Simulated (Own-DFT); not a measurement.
# Strain and stress in hcp Hf, 36 atoms (Hf36)

Everything here is calculated. The program is Own-DFT (plane waves, in-house, since retired, never reviewed by a person); positions were held fixed, and spin and spin-orbit coupling were off.

Settings: PBE; PseudoDojo norm-conserving scalar-relativistic files; cutoff 42 hartree; 4 x 4 x 4 k mesh centred on Gamma; cold (Marzari-Vanderbilt) smearing of 0.2 eV.

Limits: hafnium file: forces about 75 meV/angstrom off all-electron values; forces on such cells passed a denser k mesh, each cell not checked; stress not checked against mesh or cutoff.

Unstrained cell vectors in Å: (9.589, 0.000, 0.000); (-4.795, 8.305, 0.000); (0.000, 0.000, 10.102). The unstrained cell has measured lattice constants (interpolated for alloys), not those of this functional. That, the random moves and any unrelaxed bonds set the pressure at no strain. In each run the cell takes a homogeneous strain; fractional positions stay. Random moves of width 0.05 Å per axis were added to every atom. Stress is counted positive in tension, P = -(s_xx + s_yy + s_zz)/3, and strain components are those of the symmetric tensor.

```
run  e_xx (%)  e_yy (%)  e_zz (%)  e_yz (%)  e_xz (%)  e_xy (%)  s_xx (GPa)  s_yy (GPa)  s_zz (GPa)  s_yz (GPa)  s_xz (GPa)  s_xy (GPa)  P (GPa)  E (meV/atom)
  1     -1.42     -0.35     -0.76     -1.43      0.79      1.68       -5.31       -3.58       -4.98       -1.43        0.89        2.00     4.62          34.0
  2      0.14      0.74      0.55     -0.07     -0.20     -0.31        0.15        0.43        0.31       -0.02       -0.26       -0.51    -0.30           0.0
  3     -0.43     -1.25      0.52     -1.09     -0.32     -0.84       -2.83       -3.64       -1.88       -1.09       -0.28       -0.99     2.78          17.3
  4     -1.97     -1.33      0.22     -0.95     -1.34      1.91       -6.18       -5.33       -3.57       -0.80       -1.32        2.80     5.03          30.6
  5      0.52      0.85      0.58      0.37     -1.83     -1.71        0.44        0.98        0.69        0.23       -1.78       -1.70    -0.70          13.5
  6     -1.92     -0.21      0.61     -0.34      0.32      1.12       -5.10       -2.27       -2.00       -0.39        0.32        1.72     3.13          17.8
  7     -1.53     -0.61     -1.88      0.21     -1.33      0.64       -6.71       -5.14       -7.51        0.09       -1.45        0.52     6.46          33.7
  8      1.83      0.33      0.03     -0.60      0.83     -0.58        2.57        0.07       -0.20       -0.53        0.75       -1.10    -0.81          16.1
  9     -1.52     -1.89      1.72     -1.44     -0.71      1.46       -4.54       -5.14       -0.88       -1.21       -0.63        2.27     3.52          34.7
 10      1.08      0.11      1.03      0.52      1.86      0.26        1.41        0.45        1.00        0.54        1.80        0.14    -0.95          15.1
 11     -0.50      0.84      1.14      0.63      1.34     -0.34       -1.10        0.91        0.78        0.60        1.34       -0.45    -0.20          11.8
 12     -0.30     -0.21     -0.53      1.36     -1.02     -0.33       -2.40       -2.56       -3.44        1.31       -1.00       -0.45     2.80          21.5
 13     -0.22      1.40     -1.28     -0.08      0.67     -1.40       -1.78        0.23       -3.44       -0.02        0.82       -1.61     1.66          17.1
 14      0.35     -0.23      0.27      1.51     -1.02      0.18       -0.40       -1.50       -1.29        1.50       -0.97        0.18     1.06          14.1
 15      1.92      0.69      1.95      0.03      1.20      0.07        3.95        2.28        3.82        0.01        1.12        0.23    -3.35          15.5
 16     -0.36     -1.13      0.13      0.78      0.19      1.27       -2.74       -3.73       -2.38        0.80        0.14        2.20     2.95          16.6
 17      0.58      1.28     -0.99     -1.75     -1.08     -0.43       -0.27        0.84       -2.67       -1.75       -1.20       -0.69     0.70          21.4
 18     -0.79      1.92      0.50     -1.72     -1.91     -0.21           ?           ?           ?           ?           ?           ?        ?             ?
```

E is the free energy for each atom above the lowest run shown.

## Working it out

Each stress component was fitted by least squares to a constant and the strains of the runs shown, as fractions, with shears doubled. Shear strains stay in the fit of a normal stress only where such slopes are resolved. The slopes, in GPa:

```
stress  at no strain  per e_xx  per e_yy  per e_zz  scatter
  s_xx          -1.5   203 ± 7    67 ± 8    73 ± 6     0.23
  s_yy          -1.5    55 ± 5   207 ± 7    77 ± 5     0.19
  s_zz          -1.8    67 ± 6    79 ± 8   211 ± 6     0.23
```

The slope of each shear stress on twice its own strain, from a fit on all six strains: yz 48 ± 1, xz 51 ± 1, xy 62 ± 5 GPa. These are stiffnesses along x, y and z of the frame in which the cell vectors are given, with the crystal's c axis along z: C11, C12, C13 and C33. Hexagonal symmetry asks that xx and yy behave alike, which is a second check on the noise. The atoms are held to the strained lattice; where symmetry lets them move under strain, relaxing them would lower some slopes. The table should be nearly symmetric about its diagonal, and what it lacks of that shows the noise. A ninth of the table's sum, 115 ± 2 GPa, estimates the bulk modulus near the mean pressure of these runs, 1.7 GPa, so it lies above the value at zero pressure.

## Check

Asked: what normal stresses and pressure should run 18 give?

The fit gives s_xx = -1.4, s_yy = 2.4, s_zz = 0.2 and P = -0.4 GPa. Computed: -1.37, 2.38, -0.11 and P = -0.30 GPa.
